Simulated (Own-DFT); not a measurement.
Si₂SnGe₅ (diamond-structure random alloy, strained, atoms displaced) (calculated)

A calculation, not a measurement: plane-wave density functional theory by an unreviewed code, no spin, of a simulated periodic cell, stress positive in tension, run twice, with PBE and with PBEsol, both on files made for PBE, so the change isn't that of files made for PBEsol, forces on such cells moved up to 12 meV/angstrom on a denser k mesh; the far tail of each file's local potential was reset to the Coulomb form; each entry is a single point on an unrelaxed cell, so the pressure reflects the starting lattice, mostly measured values (interpolated for alloys), from which strain is counted, and rises with the displacements; printed positions are rounded, which can move forces by about a meV/angstrom; the program, named Own-DFT, is a retired in-house code; no spin-orbit coupling; stress was not checked against mesh or cutoff. Program: Own-DFT development build.

```xyz
64
Lattice="11.1820 0.0000 0.0000 0.0000 11.1820 0.0000 0.0000 0.0000 11.4103" Properties=species:S:1:pos:R:3:PBE_force_x:R:1:PBE_force_y:R:1:PBE_force_z:R:1:PBEsol_force_x:R:1:PBEsol_force_y:R:1:PBEsol_force_z:R:1 formula=Si2SnGe5 functional=PBE,then_PBEsol potential_files=PseudoDojo_norm-conserving,scalar-relativistic,standard_set wave_cutoff=49 occupations=Fermi-Dirac smearing_width=0.1 k_mesh=3_x_3_x_3_centred_on_Gamma PBE_pressure=8.42 PBE_stress_xx=-8.91 PBE_stress_yy=-8.79 PBE_stress_zz=-7.55 PBE_stress_yz=1.23 PBE_stress_xz=-0.63 PBE_stress_xy=0.57 PBEsol_pressure=5.58 PBEsol_stress_xx=-6.07 PBEsol_stress_yy=-5.97 PBEsol_stress_zz=-4.71 PBEsol_stress_yz=1.17 PBEsol_stress_xz=-0.61 PBEsol_stress_xy=0.56 rms_change_of_force_components_from_PBE_to_PBEsol=0.058
Si    11.1433    11.1376    11.3835     -0.933     -0.498     -0.574     -0.927     -0.492     -0.474
Ge    11.0927     2.6880     2.8849      0.019      1.767      0.606      0.008      1.718      0.591
Sn     2.7739     0.0206     2.8769      1.999     -0.602      0.604      1.948     -0.595      0.594
Ge     2.7994     2.8266     0.1682      1.309        0.9     -2.638      1.275       0.88     -2.553
Sn     1.3675     1.3814     1.3958     -2.385      0.351     -1.157     -2.273      0.393     -1.073
Ge     1.4332     4.1952     4.2809     -0.311      -1.72     -1.382      -0.28     -1.675      -1.33
Ge     4.1804     1.4119     4.3148      1.629      0.219      1.333      1.545      0.257      1.257
Ge     4.2046     4.1341     1.5142      0.595      0.745     -0.296      0.566       0.71     -0.278
Ge    11.1233    11.1300     5.6532      0.516     -0.341     -0.773      0.497     -0.336      -0.74
Si     0.0517     2.7718     8.5938     -1.772      1.466      1.463       -1.7      1.476        1.4
Ge     2.7832     0.0637     8.5825      2.019     -2.309      1.968      1.985      -2.21       1.88
Ge     2.7677     2.8365     5.6521      1.121      0.357      0.796      1.055      0.324      0.719
Sn     1.3962     1.3470     7.2190     -1.049      1.063     -2.302     -0.969      0.987     -2.286
Ge     1.4333     4.1978    10.0371     -0.314     -0.055     -0.431     -0.245     -0.055     -0.417
Ge     4.2327     1.3725    10.0384     -0.539      1.247     -0.405     -0.548      1.164     -0.352
Si     4.1699     4.3011     7.0980      0.606     -1.332      0.199      0.506     -1.317      0.208
Si    11.1087     5.6076    11.3016      0.667     -0.759      1.417      0.617     -0.779      1.341
Ge    11.1549     8.4616     2.7475      1.783     -2.731      2.092      1.695     -2.596      2.041
Ge     2.7703     5.4812     2.8707      0.262      1.618     -0.626      0.279      1.519     -0.572
Si     2.8318     8.3969    11.3887     -1.756     -0.093      0.487     -1.649     -0.092       0.48
Si     1.3532     6.8874     1.3796      0.139       0.75     -0.402      0.146      0.738     -0.324
Ge     1.4882     9.7780     4.2492     -2.415     -1.671      1.511     -2.354     -1.619       1.47
Ge     4.2363     7.0075     4.2680     -0.566      -1.52      0.887     -0.571     -1.432      0.836
Ge     4.1218     9.7502     1.4223      1.359     -0.918     -0.537      1.359     -0.845     -0.484
Sn     0.0455     5.5840     5.6877      0.933      1.075      0.584      0.892      1.035      0.559
Ge     0.0076     8.3581     8.5254      0.691      0.892      0.908      0.645       0.84      0.839
Ge     2.8433     5.6047     8.5330     -0.308     -0.086      0.576     -0.336     -0.033      0.602
Ge     2.7590     8.3164     5.6902      1.162      1.072     -0.314      1.122      1.041     -0.302
Ge     1.4910     7.0693     7.1541     -0.337     -0.538      0.892     -0.327      -0.52      0.857
Si     1.4011     9.8903    10.0395      0.072      -1.29     -0.343      0.094     -1.267     -0.418
Ge     4.1271     6.9755    10.0852      0.937       0.08     -0.767      0.946      0.035     -0.789
Ge     4.2060     9.7948     7.1282     -0.391      0.288     -0.408     -0.401      0.241     -0.353
Ge     5.5477     0.0291     0.0474      0.612     -1.372      -0.14      0.556     -1.295     -0.103
Ge     5.5752     2.8277     2.9441     -0.158     -1.712      -1.16     -0.173     -1.663     -1.126
Ge     8.4077    11.0995     2.8706      -0.44     -0.043      0.496     -0.395     -0.003      0.442
Si     8.3586     2.7823     0.0273      1.343     -1.752      0.901      1.281     -1.681      0.929
Ge     7.0132     1.2883     1.4642     -0.137      1.305     -0.018     -0.164      1.232      0.004
Sn     7.0665     4.1609     4.3501     -3.002      2.475     -1.748     -2.882       2.38     -1.755
Ge     9.7244     1.3929     4.3005      0.841     -1.677     -0.864      0.835     -1.628     -0.845
Ge     9.7236     4.1353     1.4653      0.409      0.525     -0.666      0.391      0.507     -0.574
Si     5.6635    11.1133     5.7028     -0.522      0.788      0.044     -0.557      0.822      0.095
Si     5.5660     2.8026     8.5672     -0.713     -0.211     -0.988     -0.668     -0.243     -0.935
Sn     8.3460     0.0570     8.5313       1.52     -2.283      2.593      1.471     -2.211      2.429
Sn     8.4338     2.8197     5.7515      1.337     -2.539      2.507      1.313     -2.475      2.434
Ge     7.0296     1.3513     7.1681     -3.791      1.618     -1.586     -3.607      1.567     -1.539
Sn     7.0577     4.2479    10.0238     -0.952     -1.577     -0.425     -0.933     -1.441     -0.418
Si     9.8189     1.3896    10.0331      0.502      1.154       0.59      0.455      1.109       0.54
Ge     9.8053     4.2612     7.0940      0.412     -0.555      3.603      0.369     -0.516      3.458
Ge     5.6278     5.5699     0.0625     -1.982      0.749      0.791     -1.916       0.74      0.772
Ge     5.5704     8.3846     2.9522      0.435      0.496     -1.479       0.37      0.438     -1.467
Ge     8.3646     5.5856     2.8844      0.501      1.072     -1.846      0.499       1.03     -1.777
Si     8.4095     8.4202     0.0034     -0.315     -0.394     -0.241     -0.266     -0.425     -0.191
Ge     6.9484     6.9985     1.3950      0.898      0.733       0.72      0.835       0.66      0.729
Si     6.9374     9.7650     4.2805      0.881     -0.101      0.611      0.871     -0.116      0.508
Ge     9.7019     6.8950     4.3332     -0.541      2.677     -1.222     -0.511      2.548     -1.213
Ge     9.8224     9.7182     1.5085      -1.34      1.426     -2.459     -1.283      1.381     -2.297
Si     5.6257     5.5724     5.7899     -1.582      0.458     -0.511     -1.497      0.504     -0.542
Ge     5.5596     8.4422     8.5637      0.149     -1.102      0.427      0.103     -1.093      0.369
Ge     8.3216     5.6341     8.5464      1.407      1.247     -1.936      1.375      1.215     -1.877
Si     8.3510     8.4065     5.7426      0.142      0.117     -0.804      0.176      0.078     -0.744
Ge     6.9345     6.9915     7.0118      0.328      0.862      1.322      0.333      0.835      1.356
Si     6.9247     9.7166    10.0337      0.224      0.229      0.646      0.165      0.259      0.591
Ge     9.7986     6.9463     9.9320     -0.673      0.968      0.311     -0.666       0.94       0.22
Ge     9.8444     9.7749     7.1072     -0.535     -1.006     -0.435      -0.48     -0.945     -0.402
```

Units: wave_cutoff in hartree; smearing_width in eV; PBE_pressure, PBE_stress_xx, PBE_stress_yy, PBE_stress_zz, PBE_stress_yz, PBE_stress_xz, PBE_stress_xy, PBEsol_pressure, PBEsol_stress_xx, PBEsol_stress_yy, PBEsol_stress_zz, PBEsol_stress_yz, PBEsol_stress_xz, PBEsol_stress_xy in GPa; rms_change_of_force_components_from_PBE_to_PBEsol, PBE_force_x, PBE_force_y, PBE_force_z, PBEsol_force_x, PBEsol_force_y, PBEsol_force_z in eV/Å.
